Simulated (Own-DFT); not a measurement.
# Computed records: Hf₃₆O₇₁ (tetragonal hafnia with one neutral oxygen vacancy, atoms displaced)

All values are calculated (Own-DFT development build). A calculation, not a measurement: plane-wave PBE and HSE06 DFT by an unreviewed code, no spin, of a simulated cell at Gamma alone, so results move with cell size and shape, stress positive in tension, energies less offsets, not probed for a lower state with spin; hafnium file: forces about 75 meV/angstrom off all-electron values; oxygen file: force components 24 meV/angstrom off all-electron in a glass; k mesh not checked against a denser one; forces and stress are PBE's, HSE06 gives the energy alone, and its difference from PBE has offsets of its own; offsets are fitted by least squares, one for each functional and potential file, so energies compare only between cells with the same atoms and settings and are not formation energies; the far tail of each file's local potential was reset to the Coulomb form; each entry is a single point on an unrelaxed cell, so the pressure reflects the starting lattice, taken from the Materials Project, from which strain is counted, and rises with the displacements; printed positions are rounded, which can move forces by about a meV/angstrom; the program is a retired in-house code; no spin-orbit coupling.

Common to all runs: first functional PBE; second functional HSE06; exact exchange share 0.25; screening 0.11 1/bohr; exchange divergence Gygi-Baldereschi; potential files PseudoDojo norm-conserving, scalar-relativistic, made for PBE, standard set; wave cutoff 48 hartree; occupations fixed; k mesh 1 x 1 x 1 centred on Gamma.

```yaml
- entry: 1
  formula: Hf36O71
  kind: "tetragonal hafnia with one neutral oxygen vacancy, atoms displaced"
  structure:
    cell_angstrom: [[10.78, 0.0, 0.0], [0.0, 10.78, 0.0], [0.0, 0.0, 10.4493]]
    atoms_fractional:
      - [Hf, 0.9912, 0.99826, 0.99628]
      - [Hf, 0.17401, 0.16963, 0.25071]
      - [O, 0.00225, 0.16943, 0.15191]
      - [O, 0.16821, 0.00315, 0.34755]
      - [O, 0.00751, 0.16795, 0.40709]
      - [O, 0.16557, 0.00571, 0.09255]
      - [Hf, 0.00462, 0.99501, 0.5034]
      - [Hf, 0.1684, 0.17239, 0.75669]
      - [O, 0.998, 0.17083, 0.65191]
      - [O, 0.16566, 0.00055, 0.849]
      - [O, 0.99944, 0.17027, 0.90593]
      - [O, 0.1647, 0.99248, 0.59202]
      - [Hf, 0.9975, 0.32738, 0.00778]
      - [Hf, 0.16404, 0.50012, 0.25119]
      - [O, 0.99637, 0.49984, 0.1568]
      - [O, 0.16444, 0.33118, 0.34625]
      - [O, 0.00791, 0.50577, 0.40301]
      - [O, 0.16622, 0.32911, 0.10114]
      - [Hf, 0.00768, 0.34184, 0.49549]
      - [Hf, 0.16665, 0.50474, 0.74807]
      - [O, 0.99856, 0.49017, 0.65081]
      - [O, 0.16503, 0.33125, 0.84509]
      - [O, 0.99922, 0.49549, 0.90057]
      - [O, 0.16236, 0.33303, 0.59399]
      - [Hf, 0.00802, 0.6543, 0.99915]
      - [Hf, 0.16764, 0.83977, 0.24963]
      - [O, 0.0056, 0.83519, 0.15312]
      - [O, 0.15891, 0.66941, 0.33951]
      - [O, 0.99121, 0.83347, 0.39887]
      - [O, 0.1689, 0.67422, 0.09618]
      - [Hf, 0.99479, 0.6639, 0.50397]
      - [Hf, 0.16404, 0.83506, 0.74928]
      - [O, 0.99782, 0.84196, 0.65696]
      - [O, 0.16377, 0.66454, 0.84229]
      - [O, 0.99959, 0.83832, 0.89679]
      - [O, 0.16253, 0.66606, 0.59112]
      - [Hf, 0.33528, 0.00291, 0.00133]
      - [Hf, 0.50035, 0.16537, 0.25297]
      - [O, 0.33949, 0.16305, 0.15301]
      - [O, 0.4968, 0.99409, 0.3557]
      - [O, 0.33411, 0.16438, 0.40206]
      - [O, 0.49045, 0.00646, 0.0999]
      - [Hf, 0.33461, 0.00476, 0.50098]
      - [Hf, 0.49799, 0.16875, 0.75093]
      - [O, 0.3334, 0.16663, 0.65668]
      - [O, 0.49805, 0.99949, 0.84409]
      - [O, 0.3311, 0.17238, 0.90435]
      - [O, 0.50368, 0.00872, 0.59878]
      - [Hf, 0.33394, 0.33499, 0.00052]
      - [Hf, 0.50479, 0.49185, 0.24917]
      - [O, 0.33052, 0.49966, 0.15492]
      - [O, 0.49872, 0.33105, 0.35189]
      - [O, 0.34088, 0.49782, 0.39838]
      - [O, 0.50096, 0.33532, 0.10714]
      - [Hf, 0.33514, 0.32999, 0.50116]
      - [Hf, 0.49823, 0.50244, 0.74717]
      - [O, 0.34049, 0.50453, 0.64893]
      - [O, 0.49539, 0.33934, 0.84677]
      - [O, 0.32797, 0.49738, 0.90462]
      - [O, 0.49969, 0.33705, 0.59519]
      - [Hf, 0.32966, 0.66667, 0.99166]
      - [Hf, 0.48359, 0.83382, 0.24855]
      - [O, 0.33676, 0.83132, 0.15755]
      - [O, 0.49702, 0.66634, 0.35]
      - [O, 0.34339, 0.83046, 0.4077]
      - [O, 0.49489, 0.66441, 0.10191]
      - [Hf, 0.33312, 0.66362, 0.50367]
      - [Hf, 0.50092, 0.84115, 0.7466]
      - [O, 0.32907, 0.82903, 0.65732]
      - [O, 0.5009, 0.65878, 0.84654]
      - [O, 0.32996, 0.83902, 0.89099]
      - [O, 0.49745, 0.66797, 0.60382]
      - [Hf, 0.67455, 0.00412, 0.99731]
      - [Hf, 0.82969, 0.17278, 0.24783]
      - [O, 0.66822, 0.16068, 0.14917]
      - [O, 0.82762, 0.99634, 0.35015]
      - [O, 0.6619, 0.16903, 0.40055]
      - [O, 0.84137, 0.00327, 0.09207]
      - [Hf, 0.6677, 0.0024, 0.50089]
      - [Hf, 0.82679, 0.16738, 0.74395]
      - [O, 0.66213, 0.16785, 0.65034]
      - [O, 0.82996, 0.99081, 0.84229]
      - [O, 0.66358, 0.17237, 0.90217]
      - [O, 0.82426, 0.9968, 0.59942]
      - [Hf, 0.67389, 0.33057, 0.002]
      - [Hf, 0.83843, 0.49711, 0.24984]
      - [O, 0.66762, 0.50426, 0.15023]
      - [O, 0.83046, 0.33699, 0.34504]
      - [O, 0.66584, 0.50897, 0.39946]
      - [Hf, 0.64622, 0.3304, 0.49981]
      - [Hf, 0.83104, 0.49785, 0.75624]
      - [O, 0.67559, 0.49865, 0.64795]
      - [O, 0.82735, 0.33051, 0.84736]
      - [O, 0.66552, 0.49224, 0.90752]
      - [O, 0.83215, 0.32347, 0.59331]
      - [Hf, 0.66091, 0.67194, 0.99477]
      - [Hf, 0.83758, 0.83601, 0.25068]
      - [O, 0.66574, 0.83062, 0.1518]
      - [O, 0.83425, 0.66562, 0.34517]
      - [O, 0.67024, 0.82899, 0.39628]
      - [O, 0.83519, 0.66676, 0.09756]
      - [Hf, 0.67334, 0.66495, 0.4976]
      - [Hf, 0.83605, 0.83054, 0.75637]
      - [O, 0.66413, 0.83025, 0.64086]
      - [O, 0.83881, 0.66514, 0.84801]
      - [O, 0.65925, 0.83582, 0.9013]
      - [O, 0.83451, 0.66543, 0.59813]
  results:
    "PBE_energy_of_cell_above_offsets [eV]": "-97.254"
    "HSE06_less_PBE_above_offsets [eV]": "0.085"
    "PBE_pressure [GPa]": 2.01
    "PBE_stress_xx [GPa]": -2.02
    "PBE_stress_yy [GPa]": -1.53
    "PBE_stress_zz [GPa]": -2.47
    "PBE_stress_yz [GPa]": -1.28
    "PBE_stress_xz [GPa]": -0.51
    "PBE_stress_xy [GPa]": -0.03
    force_element: [Hf, Hf, O, O, O, O, Hf, Hf, O, O, O, O, Hf, Hf, O, O, O, O, Hf, Hf, O, O, O, O, Hf, Hf, O, O, O, O, Hf, Hf, O, O, O, O, Hf, Hf, O, O, O, O, Hf, Hf, O, O, O, O, Hf, Hf, O, O, O, O, Hf, Hf, O, O, O, O, Hf, Hf, O, O, O, O, Hf, Hf, O, O, O, O, Hf, Hf, O, O, O, O, Hf, Hf, O, O, O, O, Hf, Hf, O, O, O, Hf, Hf, O, O, O, O, Hf, Hf, O, O, O, O, Hf, Hf, O, O, O, O]
    "force_x [eV/angstrom]": [3.625, -1.529, -0.888, 0.305, -0.402, 0.361, -1.988, -1.622, 0.519, 0.071, -0.389, 1.284, -0.025, 1.368, 1.483, 0.435, -0.304, 0.192, -2.418, -0.186, 0.078, 0.278, 0.364, 2.491, -2.17, -0.809, -0.358, 0.689, 0.76, 0.058, 0.048, 0.342, -0.131, -0.025, -0.014, -0.028, -1.446, 0.41, -0.839, -0.101, 0.071, 2.337, 0.38, 0.287, -0.243, 0.125, 0.279, -1.291, 0.349, -0.559, -0.149, 0.099, -1.021, 0.224, -1.338, 1.745, -2.176, -0.278, -0.363, -2.333, 1.333, 5.124, -3.522, -0.286, -1.137, -0.058, 1.74, 0.053, 0.682, -0.054, 0.284, 0.463, -1.315, 1.477, -0.163, 0.151, -0.052, -2.579, 0.273, 1.59, -0.488, -0.477, -0.015, 1.586, -0.278, -2.653, 0.862, 0.367, -0.549, 5.388, 0.046, -1.559, 0.21, 0.48, -0.487, 0.312, -1.352, -0.091, 0.471, 0.208, 0.476, -1.64, -0.682, 0.104, -0.499, 0.131, 0.498]
    "force_y [eV/angstrom]": [0.174, -0.727, 0.696, -0.557, -0.339, -0.284, 1.321, -1.36, -0.886, 0.619, -0.555, 0.172, -0.511, 0.464, -0.395, 1.006, -0.614, 0.321, -2.269, -1.653, 0.805, 1.594, -0.426, 0.166, 2.066, -0.692, 0.377, 0.121, -0.05, -0.724, 1.12, 1.283, -0.509, 0.324, -1.696, -0.37, 0.029, -1.226, 0.653, 1.491, 1.001, -0.407, -1.848, -0.237, 0.212, 1.462, -0.846, -0.407, 0.25, 2.637, -0.251, -0.386, -0.614, -0.394, 1.165, 0.302, -0.582, -0.972, 0.729, -0.298, 0.321, -1.454, 0.464, -0.305, 0.781, 0.164, 0.302, -1.846, 0.322, 1.53, -1.122, -0.357, -0.84, -0.892, 0.324, 1.852, -0.175, -0.073, -2.122, 0.513, 0.383, 2.454, -1.374, 0.59, 1.241, 1.944, -0.96, -0.684, -2.665, 1.258, -0.576, -0.11, -0.003, 1.201, 0.14, -0.955, -1.268, 0.722, -0.362, 0.595, 0.031, 1.879, -0.621, 0.236, -0.149, 0.091, 0.095]
    "force_z [eV/angstrom]": [-0.563, -0.62, 0.592, 0.08, -0.278, 0.449, -0.713, -0.696, 1.141, -0.927, -0.257, 0.709, -0.305, 0.226, -1.461, 0.373, -0.516, -0.536, 0.812, -0.67, 0.485, 0.4, 0.408, 0.544, 0.517, 0.001, -0.338, 0.256, 0.926, -0.709, -1.42, 0.362, -0.823, 0.649, 0.619, 0.916, -0.85, -0.303, 0.245, -0.806, 0.008, -0.169, 0.002, 0.683, -0.813, 0.654, -0.103, 0.515, 0.917, 0.011, -0.352, 0.42, 1.039, -0.823, -0.682, -0.089, 0.203, -0.15, -0.633, 1.812, 1.041, 2.476, -2.388, -0.532, 0.078, -1.505, -1.004, -0.952, -0.751, 0.725, 1.809, -0.601, 0.857, 1.194, 0.002, -0.782, -0.347, 1.093, -1.406, -1.186, 0.135, 1.503, -0.348, 0.197, 0.618, 0.152, 0.264, -0.768, -0.139, -1.075, -1.035, 0.709, 0.794, -0.584, -0.234, 2.288, 0.166, -0.746, 0.427, 0.901, -1.083, -0.38, -2.042, 1.681, 0.237, -0.498, 0.668]
- entry: 2
  formula: Hf36O71
  kind: "tetragonal hafnia with one neutral oxygen vacancy, atoms displaced"
  structure:
    cell_angstrom: [[10.78, 0.0, 0.0], [0.0, 10.78, 0.0], [0.0, 0.0, 10.4493]]
    atoms_fractional:
      - [Hf, 0.01668, 0.00409, 0.99941]
      - [Hf, 0.17482, 0.15927, 0.25264]
      - [O, 0.99855, 0.16582, 0.15732]
      - [O, 0.1522, 0.00306, 0.34387]
      - [O, 0.00456, 0.17319, 0.39888]
      - [O, 0.16874, 0.00711, 0.10609]
      - [Hf, 0.99833, 0.00284, 0.50352]
      - [Hf, 0.15785, 0.17453, 0.74472]
      - [O, 0.98572, 0.17476, 0.66549]
      - [O, 0.16335, 0.99698, 0.84573]
      - [O, 0.00229, 0.1599, 0.90318]
      - [O, 0.1667, 0.00375, 0.59426]
      - [Hf, 0.00173, 0.3191, 0.99208]
      - [Hf, 0.1645, 0.50139, 0.25214]
      - [O, 0.99314, 0.4884, 0.15801]
      - [O, 0.15541, 0.34255, 0.35711]
      - [O, 0.00607, 0.50225, 0.39451]
      - [O, 0.16071, 0.33485, 0.10299]
      - [Hf, 0.01184, 0.32488, 0.49823]
      - [Hf, 0.16912, 0.48785, 0.74521]
      - [O, 0.01379, 0.49737, 0.64946]
      - [O, 0.1725, 0.33049, 0.83584]
      - [O, 0.00162, 0.49394, 0.91983]
      - [O, 0.16005, 0.33907, 0.59765]
      - [Hf, 0.99419, 0.66276, 0.99167]
      - [Hf, 0.16836, 0.8315, 0.24706]
      - [O, 0.99849, 0.83394, 0.14953]
      - [O, 0.15796, 0.67527, 0.34324]
      - [O, 0.0097, 0.84519, 0.41851]
      - [O, 0.17356, 0.65901, 0.09783]
      - [Hf, 0.00143, 0.66314, 0.49884]
      - [Hf, 0.17521, 0.83446, 0.74654]
      - [O, 0.99458, 0.84162, 0.64726]
      - [O, 0.17101, 0.66837, 0.8357]
      - [O, 0.00071, 0.83736, 0.91428]
      - [O, 0.17238, 0.66122, 0.60996]
      - [Hf, 0.33179, 0.99488, 0.00264]
      - [Hf, 0.50287, 0.17701, 0.24399]
      - [O, 0.3349, 0.16675, 0.16922]
      - [O, 0.50307, 0.9985, 0.33447]
      - [O, 0.3322, 0.15551, 0.39726]
      - [O, 0.49434, 0.99775, 0.10046]
      - [Hf, 0.33205, 0.0079, 0.48353]
      - [Hf, 0.50036, 0.17006, 0.75032]
      - [O, 0.32961, 0.16794, 0.64171]
      - [O, 0.49907, 0.98953, 0.84241]
      - [O, 0.32133, 0.16391, 0.90855]
      - [O, 0.50202, 0.99473, 0.60954]
      - [Hf, 0.33378, 0.34494, 0.99957]
      - [Hf, 0.50688, 0.4972, 0.25266]
      - [O, 0.33083, 0.50547, 0.15437]
      - [O, 0.48916, 0.33916, 0.33461]
      - [O, 0.33714, 0.50812, 0.39441]
      - [O, 0.49719, 0.33767, 0.10732]
      - [Hf, 0.33748, 0.32724, 0.50536]
      - [Hf, 0.47943, 0.48847, 0.7515]
      - [O, 0.3304, 0.49848, 0.66047]
      - [O, 0.49391, 0.33025, 0.86066]
      - [O, 0.32636, 0.50294, 0.88888]
      - [O, 0.52016, 0.33935, 0.6007]
      - [Hf, 0.34965, 0.66417, 0.00622]
      - [Hf, 0.48942, 0.83053, 0.24747]
      - [O, 0.33502, 0.82748, 0.15921]
      - [O, 0.49932, 0.6674, 0.34164]
      - [O, 0.34422, 0.83467, 0.39519]
      - [O, 0.50173, 0.66381, 0.09778]
      - [Hf, 0.35234, 0.67146, 0.50398]
      - [Hf, 0.50409, 0.83625, 0.74376]
      - [O, 0.33823, 0.83045, 0.65112]
      - [O, 0.50891, 0.66615, 0.8598]
      - [O, 0.33625, 0.82919, 0.90793]
      - [O, 0.5019, 0.66884, 0.59558]
      - [Hf, 0.66162, 0.9986, 0.98857]
      - [Hf, 0.8364, 0.1648, 0.24512]
      - [O, 0.6771, 0.16275, 0.16206]
      - [O, 0.83181, 0.00098, 0.3548]
      - [O, 0.67078, 0.17083, 0.39346]
      - [O, 0.84436, 0.00938, 0.10443]
      - [Hf, 0.66771, 0.00201, 0.48977]
      - [Hf, 0.82973, 0.1675, 0.75796]
      - [O, 0.83135, 0.99683, 0.84928]
      - [O, 0.66377, 0.17485, 0.90441]
      - [O, 0.83314, 0.00904, 0.59954]
      - [Hf, 0.66386, 0.34201, 0.99824]
      - [Hf, 0.84023, 0.48704, 0.2518]
      - [O, 0.67208, 0.49532, 0.15451]
      - [O, 0.83368, 0.34057, 0.35381]
      - [O, 0.68083, 0.5027, 0.40253]
      - [O, 0.83292, 0.32861, 0.08821]
      - [Hf, 0.65749, 0.33851, 0.49564]
      - [Hf, 0.82654, 0.50613, 0.75771]
      - [O, 0.66334, 0.50401, 0.64776]
      - [O, 0.81942, 0.34307, 0.85129]
      - [O, 0.67235, 0.49654, 0.89709]
      - [O, 0.83462, 0.34128, 0.60332]
      - [Hf, 0.6703, 0.66559, 0.99872]
      - [Hf, 0.82347, 0.82749, 0.25288]
      - [O, 0.66252, 0.83127, 0.15048]
      - [O, 0.82583, 0.66987, 0.34039]
      - [O, 0.65532, 0.83943, 0.39713]
      - [O, 0.84157, 0.67015, 0.09789]
      - [Hf, 0.67438, 0.65917, 0.50333]
      - [Hf, 0.82468, 0.83719, 0.73821]
      - [O, 0.66631, 0.8374, 0.64437]
      - [O, 0.82304, 0.65317, 0.84323]
      - [O, 0.65754, 0.83778, 0.9014]
      - [O, 0.8425, 0.6667, 0.59568]
  results:
    "PBE_energy_of_cell_above_offsets [eV]": "-88.844"
    "HSE06_less_PBE_above_offsets [eV]": "0.471"
    "PBE_pressure [GPa]": 5.06
    "PBE_stress_xx [GPa]": -3.99
    "PBE_stress_yy [GPa]": -5.46
    "PBE_stress_zz [GPa]": -5.73
    "PBE_stress_yz [GPa]": 0.2
    "PBE_stress_xz [GPa]": -0.34
    "PBE_stress_xy [GPa]": -0.1
    force_element: [Hf, Hf, O, O, O, O, Hf, Hf, O, O, O, O, Hf, Hf, O, O, O, O, Hf, Hf, O, O, O, O, Hf, Hf, O, O, O, O, Hf, Hf, O, O, O, O, Hf, Hf, O, O, O, O, Hf, Hf, O, O, O, O, Hf, Hf, O, O, O, O, Hf, Hf, O, O, O, O, Hf, Hf, O, O, O, O, Hf, Hf, O, O, O, O, Hf, Hf, O, O, O, O, Hf, Hf, O, O, O, Hf, Hf, O, O, O, O, Hf, Hf, O, O, O, O, Hf, Hf, O, O, O, O, Hf, Hf, O, O, O, O]
    "force_x [eV/angstrom]": [-2.843, -3.221, 2.181, 1.702, -0.164, 1.552, -0.253, 0.733, 2.827, 0.372, -0.006, 0.717, -0.87, -1.046, 1.819, 2.381, -0.751, 1.61, -4.538, -2.593, -2.594, -0.288, 0.177, 4.034, 2.637, -2.718, 0.885, 0.133, -0.59, -1.045, 2.869, -1.552, 0.25, -0.807, -0.316, 0.183, 0.329, 1.883, 0.571, -0.452, 0.135, 0.533, 0.442, 0.648, 1.007, 0.031, 0.617, -0.393, -1.183, -1.168, 1.645, 0.126, -0.022, 0.015, -1.48, 4.809, 0.686, -0.658, 1.171, -6.071, -3.732, 3.394, -1.744, 0.386, -0.764, 2.032, -4.152, -0.554, -0.063, -0.67, -0.195, 1.741, 1.452, 0.742, -3.343, -0.078, -1.356, -1.43, 0.099, -2.344, -0.837, -0.657, -1.501, 1.654, -0.16, -0.599, 0.161, -1.894, 0.048, 7.274, 0.667, -0.409, 1.287, -1.231, -1.15, 0.023, 1.066, 0.369, 0.402, 0.915, -1.806, 0.17, 2.453, 0.383, 0.489, 1.025, -1.65]
    "force_y [eV/angstrom]": [-2.702, 2.131, 0.626, -0.992, -1.549, -0.231, -0.16, -3.361, 0.089, 0.989, 1.128, 0.56, 2.445, 1.094, 0.493, -1.946, 0.356, -0.232, 2.719, 4.986, 0.558, -0.646, -0.651, -1.37, 1.749, -0.52, -0.093, -0.851, -2.487, 0.418, 0.437, -1.73, -0.11, -0.395, -1.091, 0.769, 0.378, -2.772, 0.312, 1.857, 5.008, 0.499, -4.693, -2.443, 1.521, 3.416, 0.522, 1.53, -1.219, 2.835, -1.024, -1.553, -1.201, -0.254, 1.014, 2.411, -1.216, 0.403, -0.698, -1.009, 0.232, 0.802, 0.202, -0.977, 0.296, -0.32, 0.432, -1.149, -0.043, -1.102, 0.69, -0.444, 0.689, -0.573, 0.387, -0.354, 0.554, -0.472, 0.102, 0.713, 0.332, -1.358, 0.074, -0.505, 1.704, 0.172, -2.28, -0.367, -0.182, -0.571, -5.075, 0.976, -2.226, 0.917, -0.77, 0.514, 2.365, -0.133, -1.065, -1.371, -0.084, 1.079, 0.596, -0.724, 5.868, -1.615, 0.004]
    "force_z [eV/angstrom]": [1.695, -0.412, -1.105, 0.748, 0.713, -0.309, -0.45, 0.18, -1.381, 0.094, -1.679, -0.077, 3.284, -0.575, -0.626, -0.286, 1.223, -1.362, -0.757, 0.554, 0.486, 2.346, -2.204, 0.845, 1.821, -0.024, 1.629, 0.589, -1.499, -0.755, 0.08, -0.021, 1.746, 1.034, -1.497, -2.871, -0.681, -0.264, -2.141, 1.444, -0.565, -1.54, 3.549, 0.13, 0.426, 1.222, 0.273, -2.126, 1.262, -1.507, -1.02, 3.901, 2.173, -1.429, -1.511, 1.864, -3.641, -1.072, 1.74, 2.135, -1.375, 0.968, -2.316, 1.034, 1.0, 1.1, -1.879, 0.46, -0.221, -1.663, -0.082, 1.257, 2.551, 1.138, -1.914, -0.098, 1.787, -1.449, 0.041, -0.513, -0.4, -0.572, 0.498, 0.966, -0.186, -0.774, -0.261, -0.297, 0.546, -0.994, -4.189, 0.499, -0.178, 0.779, -0.982, 0.39, -1.68, -0.647, 1.6, 0.826, -0.783, -0.659, 1.048, -0.178, 2.233, -0.659, 0.422]
```
